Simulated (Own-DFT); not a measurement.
# Strain and stress in wurtzite AlN, 72 atoms (Al36N36)

All numbers below are calculated, not measured. The program, named Own-DFT, is a retired in-house plane-wave density functional code that no person has reviewed. Each row is one single-point run on a periodic cell that was not relaxed, without spin or spin-orbit coupling.

Settings of every run: PBE; PseudoDojo norm-conserving scalar-relativistic files; cutoff 42 hartree; 3 x 3 x 2 k mesh centred on Gamma; Fermi-Dirac smearing of 0.1 eV.

Known limits: forces on such cells moved up to 12 meV/angstrom on a denser k mesh; stress not checked against mesh or cutoff.

Unstrained cell vectors in Å: (9.336, 0.000, 0.000); (-4.668, 8.085, 0.000); (0.000, 0.000, 9.964). The unstrained cell has measured lattice constants (interpolated for alloys), not those of this functional. That, the random moves and any unrelaxed bonds set the pressure at no strain. Each run strains this cell uniformly, with the atoms carried along. Every atom was also moved at random, by a Gaussian of width 0.05 Å on each axis. Strain is the symmetric tensor, in per cent. Stress is positive in tension, and the pressure is minus a third of its trace.

| run | e_xx (%) | e_yy (%) | e_zz (%) | e_yz (%) | e_xz (%) | e_xy (%) | s_xx (GPa) | s_yy (GPa) | s_zz (GPa) | s_yz (GPa) | s_xz (GPa) | s_xy (GPa) | P (GPa) | E (meV/atom) |
|---|---|---|---|---|---|---|---|---|---|---|---|---|---|---|
| 1 | -0.12 | 1.92 | -1.95 | -1.43 | -1.83 | 0.68 | -5.38 | 1.01 | -13.99 | -4.30 | -4.93 | 1.91 | 6.12 | 19.5 |
| 2 | -0.84 | -0.64 | 1.34 | -0.95 | -0.69 | 0.66 | -10.94 | -8.24 | -1.06 | -2.43 | -1.35 | 3.07 | 6.75 | 24.7 |
| 3 | 1.55 | -0.68 | 0.79 | 1.92 | 1.97 | 1.73 | 0.39 | -5.26 | -2.04 | 4.07 | 5.08 | 6.49 | 2.30 | 12.6 |
| 4 | -1.73 | -0.25 | -0.22 | 1.66 | 0.97 | 1.23 | -15.35 | -11.03 | -8.25 | 4.10 | 1.50 | 6.79 | 11.54 | 47.2 |
| 5 | -0.09 | 0.78 | 1.86 | -0.95 | -0.01 | 1.55 | -4.11 | -3.41 | 3.76 | -2.80 | -0.13 | 4.01 | 1.25 | 21.3 |
| 6 | -0.07 | 1.19 | 0.74 | -1.79 | -0.58 | -0.58 | -4.54 | -1.75 | -0.13 | -3.47 | -0.80 | -2.96 | 2.14 | 19.2 |
| 7 | 0.58 | 1.34 | -1.06 | -0.15 | 0.95 | -0.48 | -2.55 | 1.61 | -10.25 | -0.96 | 1.83 | -1.94 | 3.73 | 4.2 |
| 8 | 1.14 | -1.40 | -1.80 | -1.05 | -1.76 | 1.35 | -4.08 | -12.00 | -15.68 | -2.40 | -5.23 | 6.48 | 10.59 | 30.6 |
| 9 | 1.76 | 0.90 | 1.34 | 0.63 | 1.19 | -1.99 | 3.03 | 0.72 | 2.62 | 1.46 | 3.07 | -7.49 | -2.13 | 3.7 |
| 10 | -0.09 | 1.79 | 1.82 | -0.85 | 1.58 | -1.15 | -3.76 | 3.18 | 3.71 | -2.11 | 3.92 | -4.41 | -1.04 | 6.4 |
| 11 | 1.28 | -1.52 | 0.23 | -0.39 | 1.23 | -1.69 | -2.73 | -10.44 | -3.31 | -1.06 | 3.22 | -6.19 | 5.49 | 2.6 |
| 12 | -0.25 | -0.43 | -0.55 | 0.28 | -1.84 | 0.12 | -6.04 | -8.63 | -9.74 | 0.42 | -5.01 | -0.26 | 8.14 | 0.0 |
| 13 | -0.62 | -1.25 | 0.67 | -1.55 | -1.41 | -1.34 | -10.07 | -10.79 | -3.83 | -3.71 | -4.22 | -4.60 | 8.23 | 3.7 |
| 14 | -1.50 | -0.09 | 1.65 | -1.85 | -1.88 | -1.44 | -12.09 | -6.76 | 0.12 | -4.12 | -4.27 | -5.19 | 6.25 | 24.2 |
| 15 | 0.94 | 1.97 | -1.45 | 1.62 | -0.10 | 0.44 | -2.16 | 3.50 | -9.90 | 4.50 | 0.17 | 2.52 | 2.85 | 10.9 |
| 16 | -0.29 | -0.94 | -1.67 | 0.89 | -0.19 | -0.64 | -8.36 | -11.50 | -15.77 | 3.67 | -0.70 | -2.62 | 11.87 | 16.6 |
| 17 | -0.07 | -1.19 | 1.86 | 1.96 | 0.53 | -0.51 | -7.73 | -7.97 | 1.73 | 4.55 | 1.15 | -1.53 | 4.65 | 7.9 |
| 18 | 0.85 | -0.28 | -0.12 | 1.31 | 0.14 | 1.08 | ? | ? | ? | ? | ? | ? | ? | ? |

E is the free energy for each atom above the lowest run shown.

## Worked fit

Each stress component was fitted by least squares to a constant and the strains of the runs shown, as fractions, with shears doubled. Shear strains stay in the fit of a normal stress only where such slopes are resolved. The slopes, in GPa:

```
stress  at no strain  per e_xx  per e_yy  per e_zz  scatter
  s_xx          -6.3  435 ± 24  110 ± 19   44 ± 17     0.94
  s_yy          -5.8  154 ± 29  417 ± 23   67 ± 21     1.14
  s_zz          -6.0   90 ± 21   86 ± 17  490 ± 15     0.82
```

Each shear stress against twice its own strain: yz 126 ± 8, xz 120 ± 7, xy 186 ± 11 GPa. These are stiffnesses along x, y and z of the frame in which the cell vectors are given, which need not be the crystal's axes. The atoms are held to the strained lattice; where symmetry lets them move under strain, relaxing them would lower some slopes. The table should be nearly symmetric about its diagonal, and what it lacks of that shows the noise. A ninth of its sum, 210 ± 5 GPa, estimates the bulk modulus near the mean pressure of these runs, 5.2 GPa, so it lies above the value at zero pressure.

## Withheld run

Question: what normal stresses and pressure should run 18 give?

The fit gives s_xx = -2.9, s_yy = -5.8, s_zz = -6.1 and P = 4.9 GPa. The calculation gave -2.56, -6.36, -5.82 and P = 4.91 GPa.
